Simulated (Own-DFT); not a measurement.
# Point defects and the pressure they add: 4H SiC

Everything here is calculated. The program is Own-DFT (plane waves, in-house, since retired, never reviewed by a person); positions were held fixed, and spin and spin-orbit coupling were off.

Method: PBE; PseudoDojo norm-conserving scalar-relativistic files; cutoff 42 hartree; 4 x 4 x 3 k mesh centred on Gamma; Fermi-Dirac smearing of 0.1 eV.

Caveats (not all hold for every row): a neutral cation vacancy leaves holes that likely carry spin, which these runs leave out; not probed for a lower state with spin; forces on such cells failed a check on a denser k mesh; forces on such cells passed a denser k mesh, each cell not checked; stress not checked against mesh or cutoff.

All runs share one cell, with vectors in Å (9.248, 0.000, 0.000); (-4.624, 8.009, 0.000); (0.000, 0.000, 10.068) and a volume of 745.7 Å³. The atoms are randomly displaced, by u rms on each axis. The defect's site can differ from row to row.

| cell | formula | u (Å) | P (GPa) |
|---|---|---|---|
| no defect | C36Si36 | 0.0290 | 3.69 |
| no defect | C36Si36 | 0.0576 | 6.21 |
| no defect | C36Si36 | 0.0577 | 5.63 |
| one C on a Si site and one Si on a C site | C36Si36 | 0.0296 | 7.03 |
| one C on a Si site and one Si on a C site | C36Si36 | 0.0302 | 7.32 |
| one C on a Si site and one Si on a C site | C36Si36 | 0.0455 | 7.79 |
| one C on a Si site and one Si on a C site | C36Si36 | 0.0495 | ? |
| one Si vacancy | C36Si35 | 0.0292 | 3.15 |
| one Si vacancy | C36Si35 | 0.0296 | 2.89 |
| one Si vacancy | C36Si35 | 0.0313 | 3.18 |
| one C vacancy | C35Si36 | 0.0280 | 3.24 |
| one C vacancy | C35Si36 | 0.0480 | 4.87 |
| one C vacancy | C35Si36 | 0.0495 | 4.77 |
| two Al on a Si site each | Al2C36Si34 | 0.0303 | 5.66 |
| two Al on a Si site each | Al2C36Si34 | 0.0492 | 7.15 |
| two Al on a Si site each | Al2C36Si34 | 0.0495 | 7.08 |

## Analysis

P = P0 + c u² + a shift for each defect gives P0 = 2.97 GPa, c = 884 ± 76 GPa/Å² and a scatter of 0.22 GPa. The shifts, and each times the cell's volume:

- one C on a Si site and one Si on a C site: 3.28 ± 0.20 GPa, 15.2 eV
- two Al on a Si site each: 1.96 ± 0.18 GPa, 9.1 eV (4.6 eV for each of its 2 sites)
- one C vacancy: -0.31 ± 0.18 GPa, -1.4 eV (not resolved)
- one Si vacancy: -0.69 ± 0.22 GPa, -3.2 eV

A positive shift means that the defect pushes the cell outwards. Shift times volume (160.2 GPa Å³ is 1 eV) depends little on the cell's size, so, taken for each site, it can be compared between cells at like pressure. The atoms around the defects weren't relaxed, which would change these numbers.

## The run left out

The question: what pressure belongs in the blank (one C on a Si site and one Si on a C site, u = 0.0495 Å)?

The fitted form gives 8.41 ± 0.27 GPa. DFT gave 8.26 GPa.
